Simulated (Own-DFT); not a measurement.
# Strain and stress in wurtzite GaN, 96 atoms (Ga48N48)

All numbers below are calculated, not measured. The program, named Own-DFT, is a retired in-house plane-wave density functional code that no person has reviewed. Each row is one single-point run on a periodic cell that was not relaxed, without spin or spin-orbit coupling.

Settings of every run: PBE; PseudoDojo norm-conserving scalar-relativistic files; cutoff 42 hartree; 3 x 4 x 3 k mesh centred on Gamma; Fermi-Dirac smearing of 0.1 eV.

Known limits: forces on such cells passed a denser k mesh, each cell not checked; stress not checked against mesh or cutoff.

Unstrained cell vectors in Å: (12.756, 0.000, 0.000); (-4.783, 8.285, 0.000); (0.000, 0.000, 10.370). The unstrained cell has measured lattice constants (interpolated for alloys), not those of this functional. That, the random moves and any unrelaxed bonds set the pressure at no strain. Each run strains this cell uniformly, with the atoms carried along. Every atom was also moved at random, by a Gaussian of width 0.05 Å on each axis. Strain is the symmetric tensor, in per cent. Stress is positive in tension, and the pressure is minus a third of its trace.

| run | e_xx (%) | e_yy (%) | e_zz (%) | e_yz (%) | e_xz (%) | e_xy (%) | s_xx (GPa) | s_yy (GPa) | s_zz (GPa) | s_yz (GPa) | s_xz (GPa) | s_xy (GPa) | P (GPa) | E (meV/atom) |
|---|---|---|---|---|---|---|---|---|---|---|---|---|---|---|
| 1 | 0.51 | 0.33 | -0.26 | 0.68 | 0.62 | -1.96 | -4.20 | -6.45 | -9.45 | 2.00 | 0.99 | -5.10 | 6.70 | 12.3 |
| 2 | -1.43 | -1.08 | -0.63 | 0.12 | -1.23 | -0.86 | -15.46 | -14.10 | -13.50 | -0.88 | -2.05 | -2.41 | 14.35 | 40.5 |
| 3 | -0.52 | -1.42 | 1.84 | 0.06 | 0.30 | -0.07 | -10.40 | -12.50 | -0.86 | 1.14 | 1.92 | -1.03 | 7.92 | 13.8 |
| 4 | 0.35 | 1.35 | -0.46 | -1.64 | -0.37 | -1.26 | -4.45 | -3.50 | -7.97 | -3.75 | -1.09 | -2.23 | 5.31 | 8.5 |
| 5 | 0.01 | 0.23 | 0.93 | 1.80 | -1.53 | -1.36 | -7.52 | -5.65 | -2.96 | 3.12 | -3.24 | -3.79 | 5.38 | 9.4 |
| 6 | 0.26 | 0.32 | 0.49 | 1.38 | -0.92 | -0.52 | -5.75 | -6.00 | -5.19 | 2.27 | -1.89 | -0.32 | 5.65 | 11.9 |
| 7 | 0.36 | -1.57 | -0.59 | -1.47 | -0.94 | 1.92 | -8.05 | -13.96 | -12.38 | -2.70 | -2.56 | 4.74 | 11.47 | 26.9 |
| 8 | 0.97 | -1.20 | 1.57 | -1.09 | 1.89 | -1.37 | -4.33 | -9.29 | -1.06 | -2.22 | 3.78 | -4.40 | 4.89 | 6.4 |
| 9 | 1.95 | 1.65 | 1.03 | -0.73 | 0.21 | -0.70 | 1.89 | 1.06 | -1.24 | -1.51 | -0.18 | -2.14 | -0.57 | 6.5 |
| 10 | -1.55 | 0.99 | -0.18 | -1.22 | 1.88 | -1.34 | -13.58 | -5.61 | -8.79 | -2.47 | 4.35 | -3.83 | 9.32 | 26.5 |
| 11 | -0.43 | -1.99 | 1.71 | -0.67 | -0.18 | 1.67 | -10.59 | -15.59 | -2.37 | -1.67 | -0.20 | 6.14 | 9.52 | 24.2 |
| 12 | 1.45 | -0.72 | 1.23 | 1.51 | -0.42 | 0.90 | -0.53 | -8.37 | -2.96 | 3.11 | -1.00 | 2.42 | 3.95 | 0.0 |
| 13 | -0.13 | -1.69 | -1.46 | -1.77 | -0.15 | 1.19 | -11.85 | -15.40 | -17.28 | -3.70 | -0.42 | 4.25 | 14.84 | 41.9 |
| 14 | -1.82 | 0.30 | -0.08 | 1.77 | -1.61 | -1.40 | -15.15 | -8.87 | -9.75 | 3.47 | -4.26 | -4.22 | 11.26 | 32.7 |
| 15 | -1.57 | -0.71 | 0.54 | -1.01 | 1.19 | 1.85 | -15.18 | -14.04 | -5.26 | -1.94 | 2.61 | 4.33 | 11.49 | 30.6 |
| 16 | -0.16 | -0.47 | 1.81 | -0.26 | -1.64 | 1.78 | -9.00 | -7.40 | -0.72 | -1.04 | -2.57 | 5.05 | 5.70 | 20.6 |
| 17 | -0.53 | 0.81 | -1.78 | -0.34 | 1.62 | 1.83 | -10.18 | -6.05 | -16.61 | -0.75 | 3.18 | 6.34 | 10.95 | 30.2 |
| 18 | -0.67 | -0.60 | 0.05 | 0.77 | 0.56 | -1.00 | ? | ? | ? | ? | ? | ? | ? | ? |

E is the free energy for each atom above the lowest run shown.

## Worked fit

Each stress component was fitted by least squares to a constant and the strains of the runs shown, as fractions, with shears doubled. Shear strains stay in the fit of a normal stress only where such slopes are resolved. The slopes, in GPa:

```
stress  at no strain  per e_xx  per e_yy  per e_zz  scatter
  s_xx          -7.8  435 ± 18  106 ± 16   48 ± 17     0.71
  s_yy          -7.9  123 ± 21  383 ± 19   72 ± 20     0.83
  s_zz          -8.3   32 ± 18  104 ± 17  490 ± 17     0.71
```

Each shear stress against twice its own strain: yz 105 ± 7, xz 106 ± 7, xy 144 ± 9 GPa. These are stiffnesses along x, y and z of the frame in which the cell vectors are given, which need not be the crystal's axes. The atoms are held to the strained lattice; where symmetry lets them move under strain, relaxing them would lower some slopes. The table should be nearly symmetric about its diagonal, and what it lacks of that shows the noise. A ninth of its sum, 199 ± 3 GPa, estimates the bulk modulus near the mean pressure of these runs, 8.1 GPa, so it lies above the value at zero pressure.

## Withheld run

Question: what normal stresses and pressure should run 18 give?

The fit gives s_xx = -11.3, s_yy = -11.0, s_zz = -8.9 and P = 10.4 GPa. The calculation gave -13.39, -11.01, -7.01 and P = 10.47 GPa.
